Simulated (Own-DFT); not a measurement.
# How strain changes the stress of wurtzite GaN, 72 atoms (Ga36N36)

Calculated results; nothing here was measured. The program, named Own-DFT, is a retired in-house plane-wave density functional code that no person has reviewed. Each row is one single-point run on a periodic cell that was not relaxed, without spin or spin-orbit coupling.

Settings of every run: PBE; PseudoDojo norm-conserving scalar-relativistic files (stringent for Ga); cutoff 96 hartree; 4 x 4 x 3 k mesh centred on Gamma; Gaussian smearing of 0.01 eV.

Known limits: forces not confirmed at this smearing and k mesh; stress not checked against mesh or cutoff.

Unstrained cell vectors in Å: (9.567, 0.000, 0.000); (-4.784, 8.285, 0.000); (0.000, 0.000, 10.370). The unstrained cell has measured lattice constants (interpolated for alloys), not those of this functional. That, the random moves and any unrelaxed bonds set the pressure at no strain. Each run strains this cell uniformly, with the atoms carried along. Every atom was also moved at random, by a Gaussian of width 0.05 Å on each axis. Strain is the symmetric tensor, in per cent. Stress is positive in tension, and the pressure is minus a third of its trace.

| run | e_xx (%) | e_yy (%) | e_zz (%) | e_yz (%) | e_xz (%) | e_xy (%) | s_xx (GPa) | s_yy (GPa) | s_zz (GPa) | s_yz (GPa) | s_xz (GPa) | s_xy (GPa) | P (GPa) | E (meV/atom) |
|---|---|---|---|---|---|---|---|---|---|---|---|---|---|---|
| 1 | -0.23 | 1.64 | 1.25 | 1.13 | -0.30 | 1.22 | -5.03 | -0.10 | -0.79 | 2.41 | -1.13 | 2.74 | 1.97 | 0.0 |
| 2 | -0.27 | -1.61 | 1.70 | -1.75 | 1.46 | -1.46 | -9.48 | -14.62 | -0.70 | -4.38 | 2.72 | -5.12 | 8.27 | 34.2 |
| 3 | -0.15 | 1.22 | -0.30 | 0.78 | -1.72 | 0.28 | -5.11 | -2.46 | -9.66 | 0.83 | -3.46 | 0.31 | 5.74 | 17.3 |
| 4 | 1.55 | 1.95 | 0.10 | 1.68 | 1.01 | 1.81 | 1.57 | 1.71 | -6.58 | 3.32 | 1.95 | 6.14 | 1.10 | 22.7 |
| 5 | 1.97 | 1.00 | 0.63 | 0.40 | 1.64 | 1.30 | 1.24 | -1.01 | -1.86 | 0.97 | 3.86 | 3.54 | 0.54 | 8.4 |
| 6 | -1.51 | -0.56 | -0.68 | 0.32 | -1.10 | -0.13 | -16.14 | -10.98 | -12.18 | 0.83 | -2.63 | 0.14 | 13.10 | 38.7 |
| 7 | 1.63 | 1.14 | -0.42 | -1.07 | 1.23 | -1.90 | -1.89 | -2.40 | -4.22 | -3.03 | 1.99 | -5.79 | 2.83 | 18.5 |
| 8 | -1.16 | -0.34 | 1.59 | -0.71 | 1.79 | -1.30 | -11.59 | -9.32 | -1.55 | -2.19 | 3.35 | -3.50 | 7.49 | 31.3 |
| 9 | -1.20 | 0.86 | 0.37 | 1.94 | -1.18 | 1.96 | -12.74 | -4.88 | -5.58 | 3.52 | -3.14 | 6.38 | 7.73 | 37.4 |
| 10 | -0.01 | -1.87 | -1.13 | 1.32 | -1.17 | 0.48 | -12.56 | -12.67 | -14.87 | 2.73 | -3.02 | 2.06 | 13.37 | 36.8 |
| 11 | 0.30 | -0.93 | -0.07 | 0.26 | 1.11 | -0.59 | -6.89 | -9.14 | -8.45 | 0.11 | 2.40 | -1.03 | 8.16 | 10.1 |
| 12 | -1.04 | 0.06 | 1.43 | -0.47 | -0.85 | 0.34 | -12.01 | -6.95 | -1.07 | -1.09 | -1.09 | -0.60 | 6.68 | 27.9 |
| 13 | -1.77 | 0.62 | 1.46 | 1.79 | -1.04 | -1.31 | -11.67 | -5.48 | -2.43 | 3.90 | -2.50 | -3.11 | 6.53 | 14.4 |
| 14 | -0.39 | -0.35 | -0.84 | 0.47 | 0.06 | 0.75 | -9.41 | -10.71 | -11.46 | 0.67 | 0.00 | 2.65 | 10.53 | 23.4 |
| 15 | -1.19 | 1.00 | 0.46 | -1.37 | 0.69 | -0.81 | -11.58 | -3.26 | -4.60 | -3.12 | 0.71 | -1.74 | 6.48 | 11.0 |
| 16 | 1.88 | 0.08 | -0.17 | 0.53 | -0.61 | -0.48 | 0.47 | -4.68 | -6.74 | 1.84 | -1.13 | -2.61 | 3.65 | 2.8 |
| 17 | 1.16 | 1.53 | -0.99 | -1.59 | -1.22 | -1.09 | ? | ? | ? | ? | ? | ? | ? | ? |

E is the free energy for each atom above the lowest run shown.

## Worked fit

Each stress component was fitted by least squares to a constant and the strains of the runs shown, as fractions, with shears doubled. Shear strains stay in the fit of a normal stress only where such slopes are resolved. The slopes, in GPa:

| stress | at no strain | per e_xx | per e_yy | per e_zz | scatter |
|---|---|---|---|---|---|
| s_xx | -7.9 | 404 ± 29 | 140 ± 31 | 91 ± 38 | 1.26 |
| s_yy | -7.0 | 84 ± 24 | 384 ± 26 | 13 ± 32 | 1.06 |
| s_zz | -7.4 | 88 ± 29 | 68 ± 31 | 466 ± 39 | 1.29 |

Each shear stress against twice its own strain: yz 110 ± 9, xz 95 ± 7, xy 137 ± 5 GPa. These are stiffnesses along x, y and z of the frame in which the cell vectors are given, which need not be the crystal's axes. The atoms are held to the strained lattice; where symmetry lets them move under strain, relaxing them would lower some slopes. The table should be nearly symmetric about its diagonal, and what it lacks of that shows the noise. A ninth of its sum, 193 ± 5 GPa, estimates the bulk modulus near the mean pressure of these runs, 6.5 GPa, so it lies above the value at zero pressure.

## Withheld run

Question: what normal stresses and pressure should run 17 give?

The fit gives s_xx = -2.0, s_yy = -0.2, s_zz = -10.0 and P = 4.1 GPa. The calculation gave -2.30, 0.09, -10.69 and P = 4.30 GPa.
